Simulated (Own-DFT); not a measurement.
# How strain changes the stress of wurtzite AlN, 72 atoms (Al36N36)

Calculated results; nothing here was measured. They come from Own-DFT, an in-house plane-wave density functional program, since retired, whose code no person has reviewed. Each row is one single-point run on a periodic cell that was not relaxed, without spin or spin-orbit coupling.

Settings of every run: PBE; PseudoDojo norm-conserving scalar-relativistic files; cutoff 42 hartree; 4 x 4 x 3 k mesh centred on Gamma; Gaussian smearing of 0.01 eV.

Known limits: k mesh not checked against a denser one; stress not checked against mesh or cutoff.

Unstrained cell vectors in Å: (9.336, 0.000, 0.000); (-4.668, 8.085, 0.000); (0.000, 0.000, 9.964). The unstrained cell has measured lattice constants (interpolated for alloys), not those of this functional. That, the random moves and any unrelaxed bonds set the pressure at no strain. Each run strains this cell uniformly, with the atoms carried along. Every atom was also moved at random, by a Gaussian of width 0.05 Å on each axis. Strain is the symmetric tensor, in per cent. Stress is positive in tension, and the pressure is minus a third of its trace.

| run | e_xx (%) | e_yy (%) | e_zz (%) | s_xx (GPa) | s_yy (GPa) | s_zz (GPa) | P (GPa) | E (meV/atom) |
|---|---|---|---|---|---|---|---|---|
| 1 | 0.00 | 0.00 | 1.00 | -2.74 | -7.11 | -1.43 | 3.76 | 10.4 |
| 2 | 0.00 | 0.00 | -0.50 | -7.92 | -5.22 | -7.00 | 6.71 | 16.7 |
| 3 | 0.00 | 0.00 | 2.50 | -5.15 | -5.07 | 6.36 | 1.29 | 25.1 |
| 4 | 0.00 | 0.00 | -1.50 | -4.65 | -6.30 | -15.71 | 8.88 | 24.4 |
| 5 | 0.00 | 0.00 | -1.75 | -6.43 | -6.56 | -15.94 | 9.65 | 22.5 |
| 6 | 0.00 | 0.00 | -1.25 | -7.32 | -8.50 | -9.35 | 8.39 | 24.4 |
| 7 | 0.00 | 0.00 | -0.25 | -7.60 | -4.46 | -7.24 | 6.43 | 17.2 |
| 8 | 0.00 | 0.00 | 1.50 | -4.70 | -3.14 | 1.00 | 2.28 | 0.0 |
| 9 | 0.00 | 0.00 | 2.25 | ? | ? | ? | ? | ? |

E is the free energy for each atom above the lowest run shown.

## Worked fit

The change of volume is close to e_xx + e_yy + e_zz. A straight line through the runs shown gives P = 5.86 - 203 x (fractional change of volume) GPa, with an error of 8 on the slope and a scatter of 0.32 GPa. The strain isn't the same on all axes and the cell isn't cubic, so the slope belongs to this path and is not the bulk modulus.

## Withheld run

Question: what pressure should run 9 give? Its volume changes by 2.25 %.

The line gives 1.3 GPa. The calculation gave 1.35 GPa.
